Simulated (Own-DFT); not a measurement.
# What a defect does to the pressure of its cell: zincblende GaAs

The numbers are computed, not measured, by runs of the plane-wave DFT program Own-DFT (in-house, retired, unreviewed) at fixed positions, with no spin and no spin-orbit coupling.

Method: PBE; PseudoDojo norm-conserving scalar-relativistic files; cutoff 42 hartree; 3 x 3 x 3 k mesh centred on Gamma; Fermi-Dirac smearing of 0.1 eV.

Keep in mind (not all hold for every row): not probed for a lower state with spin; forces not confirmed at this smearing and k mesh; stress not checked against mesh or cutoff.

All runs share one cell, with vectors in Å (10.862, 0.000, 0.000); (0.000, 10.862, 0.000); (0.000, 0.000, 11.796) and a volume of 1391.7 Å³, strained against the parent crystal. u is the rms random offset of the atoms per axis. The defect's site can differ from row to row.

| cell | formula | u (Å) | P (GPa) |
|---|---|---|---|
| no defect | As32Ga32 | 0.0286 | 6.67 |
| no defect | As32Ga32 | 0.0294 | 6.67 |
| no defect | As32Ga32 | 0.0472 | 7.01 |
| one As vacancy and one Ga vacancy | As31Ga31 | 0.0311 | 6.01 |
| one As vacancy and one Ga vacancy | As31Ga31 | 0.0478 | 6.28 |
| one As vacancy and one Ga vacancy | As31Ga31 | 0.0501 | 6.12 |
| one Al on a Ga site | AlAs32Ga31 | 0.0284 | 6.60 |
| one Al on a Ga site | AlAs32Ga31 | 0.0475 | 7.00 |
| one Al on a Ga site | AlAs32Ga31 | 0.0479 | 6.86 |
| one In on a Ga site | As32Ga31In | 0.0292 | 7.43 |
| one In on a Ga site | As32Ga31In | 0.0298 | 7.38 |
| one In on a Ga site | As32Ga31In | 0.0308 | 7.41 |
| one P on an As site | As31Ga32P | 0.0266 | 6.33 |
| one P on an As site | As31Ga32P | 0.0295 | 6.37 |
| one P on an As site | As31Ga32P | 0.0480 | 6.72 |
| one P on an As site | As31Ga32P | 0.0500 | ? |

## What the rows give

P = P0 + c u² + a shift for each defect gives P0 = 6.51 GPa, c = 207 ± 29 GPa/Å² and a scatter of 0.07 GPa. The shifts, and each times the cell's volume:

- one In on a Ga site: 0.71 ± 0.06 GPa, 6.1 eV
- one Al on a Ga site: -0.07 ± 0.06 GPa, -0.6 eV (not resolved)
- one P on an As site: -0.31 ± 0.06 GPa, -2.7 eV
- one As vacancy and one Ga vacancy: -0.78 ± 0.06 GPa, -6.8 eV

Against the defect-free cell, a freed cell would be larger where the shift is positive and smaller where it is negative (160.2 GPa Å³ is 1 eV). The atoms around the defects weren't relaxed, which would change these numbers.

## The run left out

Question: what pressure belongs in the blank (one P on an As site, u = 0.0500 Å)?

From the fit: 6.72 ± 0.09 GPa. The hidden result is 6.72 GPa.
